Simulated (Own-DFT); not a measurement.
Simulation results for SiC (4H silicon carbide, atoms displaced), SiC (4H silicon carbide, strained, atoms displaced), GaP (zincblende, atoms displaced)

Computed with Own-DFT development build. A calculation, not a measurement: plane-wave PBE density functional theory by an unreviewed code, no spin, of a simulated periodic cell, stress positive in tension, free energy of the whole cell less one offset for each atom, forces on such cells passed a denser k mesh, this cell's mesh not checked; offsets are fitted by least squares, one for each functional and potential file, so energies compare only between cells with the same atoms and settings and are not formation energies; the far tail of each file's local potential was reset to the Coulomb form; each entry is a single point on an unrelaxed cell, so the pressure reflects the starting lattice, mostly measured values (interpolated for alloys), from which strain is counted, and rises with the displacements; printed positions are rounded, which can move forces by about a meV/angstrom; the program, named Own-DFT, is a retired in-house code; no spin-orbit coupling.

Common to all runs: functional PBE; potential files PseudoDojo norm-conserving, scalar-relativistic, standard set; wave cutoff 42 hartree; occupations Fermi-Dirac; smearing width 0.1 eV; hardware one NVIDIA H100.

(1) SiC (4H silicon carbide, atoms displaced)

```
cell vectors (Å)
   6.1654     0.0000     0.0000
  -3.0827     5.3394     0.0000
   0.0000     0.0000    10.0681
atoms (fractions of the cell vectors)
Si  0.01209  0.00273  0.40474
Si  0.15595  0.30753  0.15153
C   0.98884  0.99313  0.08417
C   0.14722  0.32065  0.34835
Si  0.98619  0.49050  0.39694
Si  0.16828  0.82876  0.17254
C   0.97347  0.49792  0.08257
C   0.17377  0.85055  0.35643
Si  0.55640  0.02495  0.41465
Si  0.65480  0.31891  0.15774
C   0.48150  0.98554  0.08023
C   0.64461  0.30488  0.33417
Si  0.51102  0.51440  0.41942
Si  0.65840  0.82957  0.15202
C   0.49687  0.49669  0.09310
C   0.63398  0.79224  0.34751
Si  0.96157  0.99058  0.90415
Si  0.82504  0.66185  0.66488
C   0.01538  0.99640  0.59777
C   0.83658  0.67465  0.85013
Si  0.00376  0.51071  0.91114
Si  0.85274  0.19427  0.68319
C   0.01859  0.50167  0.59619
C   0.83647  0.17948  0.85161
Si  0.52322  0.02043  0.91909
Si  0.35528  0.69581  0.64643
C   0.52062  0.00086  0.58992
C   0.34264  0.67817  0.85039
Si  0.49797  0.49022  0.90651
Si  0.34103  0.16702  0.64622
C   0.48630  0.48017  0.60573
C   0.31675  0.18541  0.83938
```

- k mesh: 5 x 5 x 3 centred on Gamma
- free energy of cell above offsets: 2.673 eV
- pressure: 8.57 GPa
- stress xx: -0.9 GPa
- stress yy: -11.93 GPa
- stress zz: -12.86 GPa
- stress yz: 3.5 GPa
- stress xz: 1.27 GPa
- stress xy: 1.98 GPa
- wall time: 122.5 s

Force:
```tsv
element	x (eV/Å)	y (eV/Å)	z (eV/Å)
Si	-2.457	-0.663	2.395
Si	-1.005	2.601	0.379
C	0.239	-0.855	2.577
C	1.247	1.201	-1.521
Si	0.448	1.136	1.949
Si	-1.187	-0.433	-3.326
C	2.117	-0.31	5.104
C	2.571	-2.366	-1.496
Si	-2.489	-3.976	-0.77
Si	-0.582	0.573	-2.525
C	0.356	0.442	8.069
C	0.443	3.982	2.001
Si	-0.721	-6.437	0.14
Si	0.051	-1.046	0.561
C	-0.368	-0.957	0.525
C	1.557	6.783	-2.681
Si	4.788	1.292	0.094
Si	1.775	0.671	-1.049
C	-2.511	-0.446	-0.308
C	-0.658	-1.787	-1.118
Si	1.017	1.695	-1.978
Si	1.228	-1.646	-6.672
C	-2.233	0.436	-0.359
C	-1.168	0.749	2.147
Si	-3.817	-1.672	-6.893
Si	-0.545	-4.036	3.585
C	0.317	3.784	1.57
C	0.083	0.775	-1.144
Si	-1.235	1.748	0.039
Si	-0.091	-2.683	3.275
C	1.033	4.446	-2.63
C	1.797	-3.001	0.061
```

(2) SiC (4H silicon carbide, strained, atoms displaced)

```
cell vectors (Å)
   9.2382     0.1777     0.0825
  -4.4652     8.0180    -0.0017
   0.0898     0.0497    10.1165
atoms (fractions of the cell vectors)
Si  0.99401  0.99654  0.40634
Si  0.11416  0.22340  0.15356
C   0.00766  0.00351  0.08656
C   0.10388  0.21218  0.34562
Si  0.00324  0.33676  0.40584
Si  0.11645  0.55851  0.15437
C   0.00176  0.33153  0.10253
C   0.11147  0.56198  0.34625
Si  0.00134  0.66281  0.40411
Si  0.10481  0.88802  0.15318
C   0.99795  0.66819  0.09294
C   0.12036  0.89219  0.34838
Si  0.34160  0.99633  0.40429
Si  0.45377  0.21809  0.15963
C   0.32268  0.00220  0.09471
C   0.44141  0.22825  0.34089
Si  0.33793  0.33866  0.40325
Si  0.44854  0.56045  0.15534
C   0.34136  0.33703  0.08690
C   0.43563  0.55500  0.34200
Si  0.32506  0.66917  0.41338
Si  0.43999  0.89014  0.16366
C   0.32909  0.66929  0.09423
C   0.44454  0.89277  0.34415
Si  0.66092  0.99638  0.40732
Si  0.78094  0.22915  0.15352
C   0.65681  0.00156  0.10136
C   0.78363  0.23181  0.34859
Si  0.67348  0.33288  0.41180
Si  0.78515  0.55920  0.15500
C   0.65765  0.32445  0.09089
C   0.77626  0.55267  0.34771
Si  0.67350  0.67420  0.40357
Si  0.77349  0.89327  0.15880
C   0.67219  0.67535  0.09124
C   0.77141  0.88757  0.33442
Si  0.99165  0.99837  0.90034
Si  0.89556  0.77970  0.66250
C   0.00125  0.99583  0.60391
C   0.88579  0.77736  0.84143
Si  0.99767  0.65804  0.90514
Si  0.88346  0.45102  0.66003
C   0.00828  0.68399  0.58786
C   0.88880  0.45094  0.84824
Si  0.98840  0.32234  0.90368
Si  0.88767  0.10980  0.65362
C   0.98470  0.31827  0.59794
C   0.88394  0.10565  0.84806
Si  0.67437  0.99714  0.90748
Si  0.54504  0.76831  0.65472
C   0.66897  0.00062  0.58384
C   0.55122  0.77517  0.84519
Si  0.66800  0.66404  0.91067
Si  0.54730  0.44440  0.66432
C   0.67556  0.66488  0.60249
C   0.55865  0.45824  0.85078
Si  0.67914  0.34028  0.90788
Si  0.55173  0.11163  0.65742
C   0.65653  0.32633  0.59956
C   0.55827  0.10645  0.84329
Si  0.32964  0.00052  0.91117
Si  0.22328  0.78561  0.65340
C   0.33492  0.99245  0.59671
C   0.22508  0.78530  0.84404
Si  0.33594  0.66548  0.90525
Si  0.22733  0.45600  0.66111
C   0.33388  0.66866  0.59454
C   0.22151  0.44096  0.84328
Si  0.33270  0.34388  0.90517
Si  0.22506  0.12292  0.66065
C   0.32982  0.32724  0.59116
C   0.20994  0.10456  0.84363
```

* k mesh: 4 x 4 x 3 centred on Gamma
* free energy of cell above offsets: -6.134 eV
* pressure: 1.69 GPa
* stress xx: -3.5 GPa
* stress yy: 0.95 GPa
* stress zz: -2.51 GPa
* stress yz: 2.05 GPa
* stress xz: 3.52 GPa
* stress xy: 7.46 GPa
* wall time: 354.7 s

Force:
```tsv
element	x (eV/Å)	y (eV/Å)	z (eV/Å)
Si	0.914	-0.275	0.747
Si	1.401	-0.629	0.575
C	-2.475	-0.076	0.655
C	0.662	1.734	-0.401
Si	-0.276	-0.775	0.598
Si	-0.93	-0.417	0.611
C	-0.901	0.871	-2.218
C	1.769	-1.521	-0.576
Si	-2.177	2.014	0.35
Si	0.85	0.297	1.24
C	0.984	-0.463	-0.192
C	-1.155	-0.979	-1.117
Si	-3.611	2.344	1.467
Si	-3.212	0.15	-0.928
C	1.844	-0.389	0.605
C	2.817	-1.224	0.971
Si	-1.499	-0.941	0.336
Si	-0.252	-0.689	-0.362
C	-0.607	0.107	1.692
C	0.966	1.116	0.727
Si	1.241	-0.185	-1.801
Si	-0.659	-0.194	-2.075
C	1.203	0.288	-0.128
C	1.891	-1.646	0.328
Si	0.582	1.396	-1.339
Si	-0.064	-1.103	1.604
C	1.304	0.401	-1.132
C	0.721	-1.765	-1.279
Si	-2.561	0.495	-0.046
Si	-1.535	-0.98	0.649
C	2.061	2.448	0.107
C	0.774	0.568	-0.772
Si	-1.002	-1.503	1.185
Si	1.104	0.23	-2.302
C	-0.017	-0.593	1.306
C	1.031	0.314	2.706
Si	2.186	-0.852	1.169
Si	-1.558	0.159	-0.907
C	-0.466	1.113	-1.722
C	0.558	-0.559	1.671
Si	-0.053	3.457	0.5
Si	0.589	-0.763	-1.223
C	0.941	-2.831	0.968
C	1.134	-1.362	-0.929
Si	1.326	1.507	1.081
Si	-0.459	-1.843	0.521
C	0.706	4.197	-0.475
C	-0.64	1.084	-1.424
Si	-3.071	-0.799	0.614
Si	2.155	2.034	0.467
C	-0.448	-0.869	2.62
C	0.832	0.296	-0.082
Si	-0.584	1.857	-1.034
Si	1.078	0.143	-0.979
C	-1.574	0.189	-1.755
C	0.5	-2.86	-0.846
Si	-3.03	-2.005	-0.454
Si	0.942	-1.262	0.116
C	0.336	1.735	-0.097
C	-0.58	1.138	0.696
Si	0.405	0.516	-0.966
Si	-0.054	-1.05	1.523
C	-0.679	2.852	-1.159
C	-0.139	-1.725	-0.023
Si	-1.312	0.671	0.419
Si	-0.629	-2.811	-1.295
C	-0.686	-0.291	0.157
C	-2.267	1.29	0.171
Si	2.162	-2.394	0.697
Si	0.438	-3.081	-0.54
C	-0.35	2.673	0.417
C	1.105	2.019	0.312
```

(3) GaP (zincblende, atoms displaced)

```
cell vectors (Å)
  10.9010     0.0000     0.0000
   0.0000    10.9010     0.0000
   0.0000     0.0000    10.9010
atoms (fractions of the cell vectors)
Ga  0.99729  0.00143  0.01445
Ga  0.99529  0.24743  0.24814
Ga  0.25251  0.98860  0.25629
Ga  0.24777  0.25477  0.00518
P   0.11019  0.11781  0.13373
P   0.10539  0.36448  0.40303
P   0.37805  0.12382  0.37575
P   0.38185  0.38172  0.12534
Ga  0.99041  0.00760  0.49516
Ga  0.00317  0.25132  0.75776
Ga  0.23681  0.00157  0.75466
Ga  0.25547  0.25194  0.48130
P   0.12416  0.13239  0.63154
P   0.13540  0.38083  0.88117
P   0.37544  0.13756  0.87705
P   0.37536  0.37542  0.62755
Ga  0.01041  0.49078  0.99914
Ga  0.99825  0.75872  0.25797
Ga  0.22596  0.49498  0.24964
Ga  0.25311  0.75431  0.99007
P   0.11249  0.62519  0.10621
P   0.12522  0.87444  0.36940
P   0.37877  0.62416  0.35869
P   0.38586  0.86519  0.12167
Ga  0.98976  0.52475  0.50026
Ga  0.00205  0.76754  0.76673
Ga  0.25788  0.49608  0.74897
Ga  0.24891  0.75840  0.48788
P   0.12245  0.61685  0.62270
P   0.11004  0.88350  0.85523
P   0.37830  0.63859  0.87707
P   0.36232  0.87774  0.62881
Ga  0.49643  0.00495  0.99093
Ga  0.48964  0.26486  0.25625
Ga  0.75099  0.00295  0.25067
Ga  0.75936  0.26027  0.98710
P   0.63481  0.13310  0.12091
P   0.63167  0.36520  0.37549
P   0.88309  0.14521  0.35725
P   0.87198  0.38704  0.11467
Ga  0.50295  0.99119  0.49036
Ga  0.51274  0.27442  0.75660
Ga  0.74798  0.01050  0.73683
Ga  0.74773  0.26087  0.51417
P   0.63855  0.14245  0.61932
P   0.62181  0.36736  0.86819
P   0.87304  0.12734  0.88883
P   0.87449  0.38297  0.61768
Ga  0.49659  0.49519  0.00247
Ga  0.51127  0.76351  0.25280
Ga  0.74894  0.50342  0.24037
Ga  0.74541  0.73775  0.00560
P   0.62293  0.62674  0.11876
P   0.60924  0.88629  0.36781
P   0.86477  0.63908  0.38152
P   0.86457  0.88323  0.12561
Ga  0.50354  0.49393  0.49911
Ga  0.49727  0.76027  0.74721
Ga  0.74245  0.48675  0.75451
Ga  0.75312  0.74422  0.51002
P   0.62151  0.61428  0.62881
P   0.61342  0.88749  0.88075
P   0.88277  0.62409  0.88890
P   0.89618  0.86344  0.63635
```

* k mesh: 3 x 3 x 3 centred on Gamma
* free energy of cell above offsets: -24.605 eV
* pressure: 5.16 GPa
* stress xx: -5.49 GPa
* stress yy: -4.99 GPa
* stress zz: -5.01 GPa
* stress yz: -0.72 GPa
* stress xz: -0.29 GPa
* stress xy: -0.94 GPa
* wall time: 584.5 s

Force:
```tsv
element	x (eV/Å)	y (eV/Å)	z (eV/Å)
Ga	-0.585	-0.613	-1.645
Ga	1.893	3.142	-2.047
Ga	0.666	0.817	-1.38
Ga	0.241	-0.87	0.669
P	2.925	0.865	0
P	-0.11	1.483	-2.575
P	-0.093	-0.25	-0.763
P	-2.292	-0.409	0.684
Ga	0.804	0.262	0.257
Ga	-0.472	0.386	0.023
Ga	1.659	1.595	-0.714
Ga	-0.007	-0.464	2.426
P	0.132	-0.184	-1.46
P	-0.297	-0.777	-1.107
P	-0.373	-0.473	-0.723
P	0.357	-0.542	-1.007
Ga	-1.198	0.294	-0.535
Ga	-0.784	-0.738	-1.715
Ga	0.547	0.332	0.099
Ga	-1.246	0.505	0.624
P	1.281	1.513	2.358
P	-0.684	0.772	1.149
P	-0.378	-0.022	0.981
P	-1.314	1.522	-0.343
Ga	-0.131	-1.377	0.207
Ga	-1.779	-6.359	-1.537
Ga	-0.36	1.268	0.266
Ga	0.535	-1.733	0.815
P	1.074	1.87	1.074
P	3.347	2.515	5.719
P	0.287	-1.901	-0.895
P	0.759	0.375	-0.775
Ga	-0.453	1.359	1.851
Ga	1.356	-1.623	-0.576
Ga	-0.372	1.282	0.108
Ga	-1.155	-0.23	1.55
P	-1.243	0.257	0.102
P	-0.3	1.538	-0.363
P	-3.818	-3.391	4.018
P	0.655	-1.006	0.886
Ga	-1.67	2.09	2.942
Ga	-3.899	-4.227	-3.721
Ga	0.799	-1.032	1.461
Ga	2.059	0.457	-2.653
P	-3.028	-2.367	1.111
P	2.519	3.269	4.457
P	0.966	-0.752	-2.02
P	0.784	0.225	1.568
Ga	0.546	1.191	-1.151
Ga	-1.409	-2.755	-1.38
Ga	-0.217	0.139	1.015
Ga	0.83	1.872	-1.144
P	-0.91	-0.643	1.377
P	4.217	-0.693	0.649
P	0.601	-1.072	-2.395
P	0.439	-1.774	0.178
Ga	-0.501	0.409	-0.73
Ga	0.489	-0.284	-0.026
Ga	1.516	1.629	-0.446
Ga	-1.329	1.332	1.228
P	0.036	1.299	0.207
P	2.278	-1.6	-1.886
P	-0.714	-0.122	-1.536
P	-3.473	2.423	-2.813
```

(4) SiC (4H silicon carbide, atoms displaced)

```
cell vectors (Å)
   6.1654     0.0000     0.0000
  -3.0827     5.3394     0.0000
   0.0000     0.0000    10.0681
atoms (fractions of the cell vectors)
Si  0.96837  0.98560  0.41763
Si  0.17912  0.34789  0.15843
C   0.99145  0.01118  0.09092
C   0.18902  0.33112  0.35482
Si  0.97799  0.47056  0.41408
Si  0.16003  0.79170  0.15648
C   0.03233  0.51553  0.11140
C   0.18208  0.83397  0.33789
Si  0.48740  0.97687  0.41203
Si  0.65023  0.31732  0.16924
C   0.48955  0.00401  0.09717
C   0.64133  0.32442  0.35568
Si  0.49115  0.48685  0.43039
Si  0.67146  0.83966  0.14037
C   0.47856  0.49839  0.10574
C   0.69009  0.83596  0.35974
Si  0.99797  0.99815  0.91341
Si  0.87542  0.69725  0.64009
C   0.96132  0.98019  0.57704
C   0.83149  0.65247  0.85554
Si  0.00709  0.50479  0.89809
Si  0.86397  0.16549  0.66099
C   0.00266  0.51774  0.59568
C   0.83446  0.19055  0.84655
Si  0.50480  0.00493  0.89526
Si  0.31235  0.64127  0.64733
C   0.51061  0.98550  0.60872
C   0.32094  0.66584  0.85057
Si  0.52379  0.49116  0.92239
Si  0.32033  0.17526  0.66932
C   0.50506  0.52678  0.59000
C   0.32941  0.14502  0.82539
```

- k mesh: 5 x 5 x 3 centred on Gamma
- free energy of cell above offsets: 9.142 eV
- pressure: 15.58 GPa
- stress xx: -12.95 GPa
- stress yy: -14.14 GPa
- stress zz: -19.65 GPa
- stress yz: -2.97 GPa
- stress xz: 0.11 GPa
- stress xy: -1.65 GPa
- wall time: 117.5 s

Force:
```tsv
element	x (eV/Å)	y (eV/Å)	z (eV/Å)
Si	8.193	4.422	-7.599
Si	-1.919	-4.129	3.291
C	2.499	-0.24	0.741
C	-3.763	-1.433	-0.55
Si	1.123	2.135	-2.776
Si	-1.878	11.8	3.425
C	-3.849	-10.08	-5.322
C	-2.562	-2.12	2.149
Si	1.124	1.246	0.922
Si	0.385	1.85	0.333
C	1.012	-0.512	-1.949
C	2.362	-0.918	0.04
Si	0.726	1.02	-7.655
Si	-1.09	0.096	3.694
C	5.867	1.179	-2.289
C	-7.216	-4.121	-4.663
Si	0.157	0.283	-1.48
Si	-4.53	-4.243	4.785
C	3.427	4.199	7.715
C	-0.284	2.968	-2.02
Si	0.315	0.487	3.544
Si	-5.719	0.676	0.463
C	1.371	-4.045	-1.16
C	2.634	-3.105	-0.864
Si	-0.51	-1.413	1.31
Si	1.604	4.549	3.601
C	-2.086	1.46	-1.644
C	3.722	-0.204	-1.557
Si	-4.226	-0.648	-2.045
Si	2.426	0.371	-9.695
C	2.158	-2.637	6.905
C	-1.473	1.103	10.35
```
